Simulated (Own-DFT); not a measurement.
# Response to strain: 2H SiC, 72 atoms (C36Si36)

These are calculations, not measurements. The program, named Own-DFT, is a retired in-house plane-wave density functional code that no person has reviewed. Each row is one single-point run on a periodic cell that was not relaxed, without spin or spin-orbit coupling.

Settings of every run: PBE; PseudoDojo norm-conserving scalar-relativistic files; cutoff 42 hartree; 4 x 4 x 3 k mesh centred on Gamma; Fermi-Dirac smearing of 0.1 eV.

Known limits: forces on such cells passed a denser k mesh, each cell not checked; stress not checked against mesh or cutoff.

Unstrained cell vectors in Å: (9.248, 0.000, 0.000); (-4.624, 8.009, 0.000); (0.000, 0.000, 10.068). The unstrained cell has measured lattice constants (interpolated for alloys), not those of this functional. That, the random moves and any unrelaxed bonds set the pressure at no strain. Each run strains this cell uniformly, with the atoms carried along. Every atom was also moved at random, by a Gaussian of width 0.05 Å on each axis. Strain is the symmetric tensor, in per cent. Stress is positive in tension, and the pressure is minus a third of its trace.

| run | e_xx (%) | e_yy (%) | e_zz (%) | e_yz (%) | e_xz (%) | e_xy (%) | s_xx (GPa) | s_yy (GPa) | s_zz (GPa) | s_yz (GPa) | s_xz (GPa) | s_xy (GPa) | P (GPa) | E (meV/atom) |
|---|---|---|---|---|---|---|---|---|---|---|---|---|---|---|
| 1 | 1.30 | 1.35 | 1.30 | 1.44 | 1.89 | -0.34 | 3.83 | 4.56 | 0.94 | 4.68 | 5.64 | -1.77 | -3.11 | 0.0 |
| 2 | -1.34 | -1.63 | -1.13 | -0.53 | 1.42 | -1.93 | -12.00 | -17.76 | -16.41 | -1.21 | 5.00 | -9.14 | 15.39 | 33.8 |
| 3 | -1.11 | 1.64 | 1.07 | -0.73 | 0.08 | 1.97 | -9.34 | 3.83 | -0.82 | -2.59 | 0.22 | 8.20 | 2.11 | 7.2 |
| 4 | 0.24 | -1.01 | 0.67 | 1.27 | -0.85 | -0.97 | -4.54 | -11.71 | -3.86 | 4.79 | -3.87 | -4.03 | 6.70 | 36.0 |
| 5 | -1.16 | 0.18 | -1.21 | 1.97 | 1.25 | -0.66 | -10.71 | -4.11 | -17.21 | 6.63 | 3.22 | -3.28 | 10.68 | 16.5 |
| 6 | 1.76 | -1.69 | -0.70 | -1.48 | 0.46 | -1.21 | 1.90 | -14.59 | -10.11 | -4.72 | 1.68 | -5.87 | 7.60 | 34.2 |
| 7 | -0.37 | -1.50 | 1.26 | 1.89 | 0.22 | 0.76 | -8.17 | -12.84 | -0.37 | 6.84 | -0.34 | 5.16 | 7.13 | 8.5 |
| 8 | 0.50 | -1.20 | -1.78 | -1.54 | 1.20 | 0.30 | -2.97 | -10.59 | -19.43 | -3.94 | 3.10 | 1.30 | 10.99 | 11.3 |
| 9 | 0.32 | -1.06 | 1.67 | 0.93 | -1.30 | -0.36 | -2.82 | -10.63 | 2.26 | 2.07 | -5.39 | -2.21 | 3.73 | 14.8 |
| 10 | 0.59 | -1.27 | 0.73 | -0.48 | -0.40 | -1.96 | -3.24 | -10.17 | -3.53 | -1.19 | -2.14 | -9.69 | 5.65 | 14.5 |
| 11 | 0.99 | -0.80 | 1.64 | -1.53 | -0.85 | -1.71 | 0.32 | -6.65 | 1.28 | -5.46 | -3.10 | -8.63 | 1.68 | 13.4 |
| 12 | 1.28 | 0.99 | 1.62 | 1.72 | 1.16 | 1.37 | 4.69 | 2.79 | 0.61 | 4.52 | 3.80 | 5.14 | -2.70 | 14.6 |
| 13 | -1.65 | -1.44 | 0.72 | 1.79 | 0.35 | 0.24 | -14.71 | -16.70 | -4.01 | 7.06 | 0.89 | 2.50 | 11.81 | 38.5 |
| 14 | -0.46 | 1.29 | 0.45 | 1.16 | 1.58 | 1.78 | -5.89 | 1.99 | -5.60 | 3.94 | 4.32 | 9.25 | 3.17 | 18.0 |
| 15 | 0.20 | -0.48 | -1.35 | -1.99 | -1.71 | 1.51 | -3.19 | -9.24 | -16.44 | -6.52 | -6.38 | 6.59 | 9.62 | 28.4 |
| 16 | 1.97 | 0.75 | 0.20 | 0.89 | 0.79 | -1.55 | 6.42 | 2.17 | -6.51 | 3.16 | 3.06 | -6.93 | -0.70 | 3.1 |
| 17 | 1.72 | -1.22 | 0.98 | 0.91 | 1.40 | -0.47 | ? | ? | ? | ? | ? | ? | ? | ? |

E is the free energy for each atom above the lowest run shown.

## Worked fit

Each stress component was fitted by least squares to a constant and the strains of the runs shown, as fractions, with shears doubled. Shear strains stay in the fit of a normal stress only where such slopes are resolved. The slopes, in GPa:

| stress | at no strain | per e_xx | per e_yy | per e_zz | scatter |
|---|---|---|---|---|---|
| s_xx | -4.4 | 523 ± 19 | 99 ± 18 | 7 ± 18 | 0.79 |
| s_yy | -5.0 | 125 ± 29 | 599 ± 28 | 35 ± 29 | 1.24 |
| s_zz | -8.3 | 40 ± 22 | -6 ± 21 | 620 ± 22 | 0.95 |

Each shear stress against twice its own strain: yz 166 ± 7, xz 176 ± 9, xy 241 ± 9 GPa. These are stiffnesses along x, y and z of the frame in which the cell vectors are given, which need not be the crystal's axes. The atoms are held to the strained lattice; where symmetry lets them move under strain, relaxing them would lower some slopes. The table should be nearly symmetric about its diagonal, and what it lacks of that shows the noise. A ninth of its sum, 227 ± 3 GPa, estimates the bulk modulus near the mean pressure of these runs, 5.6 GPa, so it lies above the value at zero pressure.

## Withheld run

Question: what normal stresses and pressure should run 17 give?

The fit gives s_xx = 3.4, s_yy = -9.8, s_zz = -1.4 and P = 2.6 GPa. The calculation gave 3.26, -7.35, -0.61 and P = 1.57 GPa.
